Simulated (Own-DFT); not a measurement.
# Strain and stress in diamond silicon, 64 atoms (Si64)

The numbers are computed, not measured, by runs of the plane-wave DFT program Own-DFT (in-house, retired, unreviewed) at fixed positions, with no spin and no spin-orbit coupling.

Method: PBE; PseudoDojo norm-conserving scalar-relativistic files; cutoff 20 hartree; 3 x 3 x 3 k mesh centred on Gamma; Fermi-Dirac smearing of 0.1 eV.

Known weak points: k mesh not checked against a denser one; stress not checked against mesh or cutoff.

Unstrained cell vectors in Å: (10.862, 0.000, 0.000); (0.000, 10.862, 0.000); (0.000, 0.000, 10.862). The unstrained cell has measured lattice constants (interpolated for alloys), not those of this functional. That, the random moves and any unrelaxed bonds set the pressure at no strain. The cell is deformed uniformly in each run, and the atoms keep their fractional places. Each coordinate of each atom was shifted by a normal deviate of width 0.05 Å. Strains are tensor components in per cent; tension counts as positive stress, and P is minus the mean normal stress.

| run | e_xx (%) | e_yy (%) | e_zz (%) | e_yz (%) | e_xz (%) | e_xy (%) | s_xx (GPa) | s_yy (GPa) | s_zz (GPa) | s_yz (GPa) | s_xz (GPa) | s_xy (GPa) | P (GPa) | E (meV/atom) |
|---|---|---|---|---|---|---|---|---|---|---|---|---|---|---|
| 1 | 0.57 | -1.54 | -0.10 | -0.76 | 0.56 | -0.51 | -2.69 | -4.61 | -3.21 | -1.67 | 0.97 | -0.64 | 3.50 | 0.0 |
| 2 | -0.29 | -0.84 | -0.22 | -0.89 | -1.53 | -0.58 | -3.96 | -4.31 | -3.97 | -2.22 | -3.86 | -1.17 | 4.08 | 12.6 |
| 3 | 0.64 | -0.36 | -0.35 | 0.85 | 1.44 | -0.96 | -2.28 | -3.13 | -3.08 | 1.04 | 3.00 | -2.79 | 2.83 | 14.2 |
| 4 | 1.91 | -0.98 | -0.53 | -1.19 | -0.58 | 1.16 | -0.70 | -3.59 | -3.01 | -2.93 | -1.70 | 2.32 | 2.43 | 12.1 |
| 5 | 0.38 | 1.41 | -1.95 | -0.86 | -0.96 | 0.08 | -2.49 | -1.49 | -4.33 | -1.41 | -2.45 | 0.74 | 2.77 | 6.7 |
| 6 | 0.80 | 1.13 | 0.15 | 1.69 | 1.82 | -1.01 | -0.96 | -0.53 | -1.53 | 4.03 | 3.50 | -2.02 | 1.00 | 20.5 |
| 7 | 1.26 | 0.99 | 1.31 | -0.77 | 1.08 | -1.81 | 0.54 | 0.19 | 0.64 | -1.10 | 1.84 | -3.94 | -0.46 | 6.2 |
| 8 | -1.17 | 1.41 | -0.35 | -0.61 | -0.22 | -1.42 | -3.91 | -1.41 | -3.26 | -1.26 | -1.61 | -2.68 | 2.86 | 15.0 |
| 9 | -1.97 | -1.51 | -0.95 | 1.93 | -1.81 | -0.02 | -8.27 | -7.85 | -7.34 | 4.48 | -4.81 | -0.47 | 7.82 | 53.0 |
| 10 | -0.08 | 1.53 | -0.52 | 1.06 | -1.29 | -0.21 | -2.10 | -0.49 | -2.52 | 1.23 | -2.57 | -0.27 | 1.70 | 1.5 |
| 11 | 0.03 | -1.59 | 0.50 | -0.21 | -0.08 | 0.70 | -3.20 | -4.62 | -2.71 | -0.70 | -0.70 | 1.03 | 3.51 | 0.4 |
| 12 | -0.04 | -1.71 | -0.99 | 0.45 | 1.94 | 0.48 | -4.94 | -6.46 | -5.80 | 1.05 | 4.43 | 1.33 | 5.73 | 35.8 |
| 13 | 0.36 | -1.72 | -0.10 | 1.45 | 1.39 | -0.85 | -3.32 | -5.20 | -3.63 | 2.72 | 3.24 | -2.26 | 4.05 | 7.6 |
| 14 | 1.39 | 0.13 | -1.63 | -1.46 | -0.82 | 1.30 | -1.60 | -2.62 | -4.11 | -2.49 | -1.66 | 2.73 | 2.78 | 9.7 |
| 15 | 0.62 | 0.97 | -1.75 | 1.26 | 1.92 | -0.21 | -2.20 | -1.87 | -4.17 | 2.23 | 3.66 | 0.16 | 2.75 | 12.9 |
| 16 | -0.92 | -1.45 | -0.64 | -1.14 | -0.93 | -1.58 | -5.71 | -6.16 | -5.40 | -2.48 | -1.41 | -2.87 | 5.76 | 26.7 |
| 17 | -1.14 | 1.55 | 0.50 | -1.95 | 0.24 | -1.10 | ? | ? | ? | ? | ? | ? | ? | ? |

The last column gives the free energy per atom over the lowest of the runs shown.

## Analysis

Each stress component was fitted by least squares to a constant and the strains of the runs shown, as fractions, with shears doubled. Shear strains stay in the fit of a normal stress only where such slopes are resolved. The slopes, in GPa:

```
stress,at no strain,per e_xx,per e_yy,per e_zz,scatter
s_xx,-2.8,169 ± 7,67 ± 5,67 ± 8,0.25
s_yy,-2.8,72 ± 8,161 ± 6,66 ± 9,0.30
s_zz,-2.8,82 ± 8,67 ± 6,151 ± 9,0.28
```

The slope of each shear stress on twice its own strain, from a fit on all six strains: yz 97 ± 9, xz 105 ± 8, xy 103 ± 8 GPa. These are stiffnesses along x, y and z of the frame in which the cell vectors are given, which need not be the crystal's axes. These are clamped-ion slopes: internal relaxation, where symmetry allows it, would soften some. The table should be nearly symmetric about its diagonal, and what it lacks of that shows the noise. A ninth of the table's sum, 100 ± 4 GPa, estimates the bulk modulus near the mean pressure of these runs, 3.3 GPa, so it lies above the value at zero pressure.

## Prediction

Q: what normal stresses and pressure should run 17 give?

The fitted form gives s_xx = -3.4, s_yy = -0.8, s_zz = -2.0 and P = 2.1 GPa. The hidden result is -3.25, -1.03, -1.96 and P = 2.08 GPa.
